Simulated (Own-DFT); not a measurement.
# Bulk modulus against bond length in tetrahedral crystals

No measurement is shown. These are fixed-geometry runs of a retired plane-wave code named Own-DFT, which no person has reviewed; spin and spin-orbit coupling are neglected.

Limits (not all hold for every row): forces on such cells moved up to 12 meV/angstrom on a denser k mesh; forces not confirmed at this smearing and k mesh; k mesh not checked against a denser one; forces on such cells passed a denser k mesh, each cell not checked; stress not checked against mesh or cutoff.

All runs are PBE with PseudoDojo norm-conserving files; cutoff and k mesh are each material's own. Every cell starts from measured lattice constants and was given uniform random strains and small random moves of its atoms. Each triple is the change of volume in per cent, the rms move u in Å and the pressure in GPa.

- 3C SiC (C32Si32), 10.36 Å³/atom unstrained: (-3.28, 0.053, 14.24); (-1.22, 0.047, 8.24); (-0.77, 0.048, 7.49); (-0.68, 0.049, 7.34); (-0.17, 0.050, 5.92); (0.58, 0.052, 3.67); (1.32, 0.052, 2.68)
- wurtzite AlN (Al36N36), 10.45 Å³/atom unstrained: (-2.78, 0.051, 11.95); (-2.33, 0.046, 10.74); (-0.85, 0.047, 7.57); (-0.82, 0.050, 7.33); (1.07, 0.048, 2.96); (1.98, 0.052, 1.76); (2.67, 0.050, 0.73)
- wurtzite GaN (Ga36N36), 11.42 Å³/atom unstrained: (-1.77, 0.050, 11.22); (-0.11, 0.050, 7.58); (0.06, 0.048, 7.15); (0.24, 0.050, 6.92); (1.31, 0.053, 5.00); (1.71, 0.050, 4.35); (2.23, 0.045, 2.59)
- diamond silicon (Si64), 20.02 Å³/atom unstrained: (-3.23, 0.053, 6.27); (-1.57, 0.048, 4.11); (-0.78, 0.050, 3.30); (0.09, 0.047, 2.47); (0.98, 0.050, 1.73); (1.63, 0.051, 1.05); (2.43, 0.051, 0.37)
- zincblende InP (In32P32), 25.27 Å³/atom unstrained: withheld
- grey tin (Sn64), 34.15 Å³/atom unstrained: (-3.64, 0.053, 5.81); (-3.31, 0.054, 5.59); (-1.97, 0.050, 4.74); (-1.28, 0.043, 4.33); (0.02, 0.056, 3.80); (0.97, 0.051, 3.26); (1.49, 0.050, 2.95)

## Fit

Fit a line to each set against the fractional change of volume; B is minus its slope, and u is nearly the same within a set. To take it to zero pressure, assume that B rises by 4 GPa for each GPa: B0 = B - 4 x (mean pressure). The bond length of an ideal tetrahedral crystal with the unstrained volume v is d = (√3/4)(8 v)^(1/3). Cohen's empirical rule reads B0 = (1971 - 220 L) d^(-3.5) GPa, with L = 0 for group IV crystals and SiC and 1 for III-V compounds.

| material | L | d (Å) | B (GPa) | mean P (GPa) | B0 (GPa) | rule (GPa) |
|---|---|---|---|---|---|---|
| 3C SiC (C32Si32) | 0 | 1.888 | 256 ± 10 | 7.1 | 228 ± 10 | 213 |
| wurtzite AlN (Al36N36) | 1 | 1.893 | 209 ± 8 | 6.1 | 185 ± 8 | 188 |
| wurtzite GaN (Ga36N36) | 1 | 1.950 | 205 ± 8 | 6.4 | 179 ± 8 | 169 |
| diamond silicon (Si64) | 0 | 2.352 | 102 ± 4 | 2.8 | 91 ± 4 | 99 |
| zincblende InP (In32P32) | 1 | 2.541 | ? | ? | ? | 67 |
| grey tin (Sn64) | 0 | 2.810 | 54 ± 2 | 4.4 | 37 ± 2 | 53 |

A line through ln[B0/(1971 - 220 L)] against ln d has a slope of -4.4 ± 0.2 and a scatter of 6 %. Against the rule, B0 stands at 107 % for 3C SiC, 98 % for wurtzite AlN, 106 % for wurtzite GaN, 92 % for diamond silicon, 70 % for grey tin. PBE tends to make silicon and heavier crystals too soft, and the rule itself is only a guide.

## Withheld run

The question: what B0 does the fitted trend give for zincblende InP (In32P32)?

From the line: 54 GPa. Its own runs give B = 77 ± 3 GPa at a mean pressure of 4.0 GPa, so B0 = 61 GPa.
